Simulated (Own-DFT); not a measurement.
# Misfit strain and the stress it brings: wurtzite AlN, 72 atoms (Al36N36)

Calculated, not measured: single-point runs of Own-DFT, a retired in-house plane-wave DFT program that no person has reviewed, on unrelaxed cells, without spin or spin-orbit coupling.

All runs used: PBE; PseudoDojo norm-conserving scalar-relativistic files; cutoff 42 hartree; 4 x 4 x 3 k mesh centred on Gamma; Gaussian smearing of 0.01 eV.

Limits: k mesh not checked against a denser one; stress not checked against mesh or cutoff.

Unstrained cell vectors in Å: (9.336, 0.000, 0.000); (-4.668, 8.085, 0.000); (0.000, 0.000, 9.964). The unstrained cell has measured lattice constants (interpolated for alloys), not those of this functional. That, the random moves and any unrelaxed bonds set the pressure at no strain. Each run strains x and y alike by e, as a substrate would, and holds the height along z. Each atom got a random Gaussian move of width 0.05 Å along each axis. Stress is positive in tension.

```
e (%),u (Å),(s_xx + s_yy)/2 (GPa),s_zz (GPa)
-2.50,0.051,-22.80,-9.14
-2.00,0.048,?,?
-1.25,0.048,-13.99,-6.03
-0.75,0.052,-10.87,-5.73
-0.50,0.049,-8.54,-6.57
0.75,0.050,-1.90,-4.48
2.00,0.050,5.00,-2.45
2.25,0.049,6.99,-4.82
2.75,0.051,7.88,-0.82
3.00,0.052,8.68,0.83
```

## Fit

With e as a fraction, the in-plane stress is -5.8 + 601 e - 3439 e² GPa (errors 11 and 685, scatter 0.55), and s_zz is -5.3 + 142 e GPa (slope ± 25, scatter 1.37). At e = 0 the first slope is C11 + C12 and the second 2 C13, both with the ions held to the strained lattice and at the cell's own pressure. The term in e² is negative: the layer stiffens under compression and softens under tension. A free layer would change its height as e changes, and the in-plane slope would drop by 2 C13²/C33 to the biaxial modulus. At fixed height, a misfit of 1 % moves the in-plane stress by about 6.0 GPa and s_zz by 1.4 GPa.

## The run left out

Q: what are the two stresses at e = -2.00 %?

The fitted form gives -19.2 and -8.1 GPa. The run itself gave -17.67 and -9.48 GPa.
